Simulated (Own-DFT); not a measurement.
# How strain changes the stress of wurtzite AlGaN with randomly placed atoms, 72 atoms (Al9Ga27N36)

All numbers below are calculated, not measured. They come from Own-DFT, an in-house plane-wave density functional program, since retired, whose code no person has reviewed. Each row is one single-point run on a periodic cell that was not relaxed, without spin or spin-orbit coupling.

Settings of every run: PBE; PseudoDojo norm-conserving scalar-relativistic files (stringent for Ga); cutoff 96 hartree; 4 x 4 x 3 k mesh centred on Gamma; Gaussian smearing of 0.01 eV.

Known limits: forces on such cells passed a denser k mesh, each cell not checked; stress not checked against mesh or cutoff.

Unstrained cell vectors in Å: (9.509, 0.000, 0.000); (-4.755, 8.235, 0.000); (0.000, 0.000, 10.268). The unstrained cell has measured lattice constants (interpolated for alloys), not those of this functional. That, the random moves and any unrelaxed bonds set the pressure at no strain. Each run strains this cell uniformly, with the atoms carried along. Every atom was also moved at random, by a Gaussian of width 0.05 Å on each axis. The random placing of the alloy's atoms differs from row to row. Strain is the symmetric tensor, in per cent. Stress is positive in tension, and the pressure is minus a third of its trace.

| run | e_xx (%) | e_yy (%) | e_zz (%) | s_xx (GPa) | s_yy (GPa) | s_zz (GPa) | P (GPa) | E (meV/atom) |
|---|---|---|---|---|---|---|---|---|
| 1 | -1.00 | -1.00 | 0.00 | -11.02 | -12.04 | -9.41 | 10.82 | 5.8 |
| 2 | 2.25 | 2.25 | 0.00 | 4.61 | 4.17 | -4.80 | -1.33 | 0.0 |
| 3 | -2.25 | -2.25 | 0.00 | -23.95 | -20.74 | -9.02 | 17.90 | 60.5 |
| 4 | 0.25 | 0.25 | 0.00 | -6.07 | -4.28 | -7.59 | 5.98 | 2.4 |
| 5 | 0.75 | 0.75 | 0.00 | -2.99 | -3.11 | -6.04 | 4.04 | 3.9 |
| 6 | -2.50 | -2.50 | 0.00 | -21.87 | -21.70 | -11.29 | 18.28 | 39.4 |
| 7 | 1.50 | 1.50 | 0.00 | 1.44 | -0.16 | -6.51 | 1.74 | 10.2 |
| 8 | -1.50 | -1.50 | 0.00 | -15.09 | -16.34 | -9.96 | 13.80 | 32.0 |
| 9 | 1.00 | 1.00 | 0.00 | ? | ? | ? | ? | ? |

E is the free energy for each atom above the lowest run shown.

## Worked fit

The change of volume is close to e_xx + e_yy + e_zz. A straight line through the runs shown gives P = 7.65 - 210 x (fractional change of volume) GPa, with an error of 8 on the slope and a scatter of 0.71 GPa. The strain isn't the same on all axes and the cell isn't cubic, so the slope belongs to this path and is not the bulk modulus.

## Withheld run

Question: what pressure should run 9 give? Its volume changes by 2.01 %.

The line gives 3.4 GPa. The calculation gave 3.02 GPa.
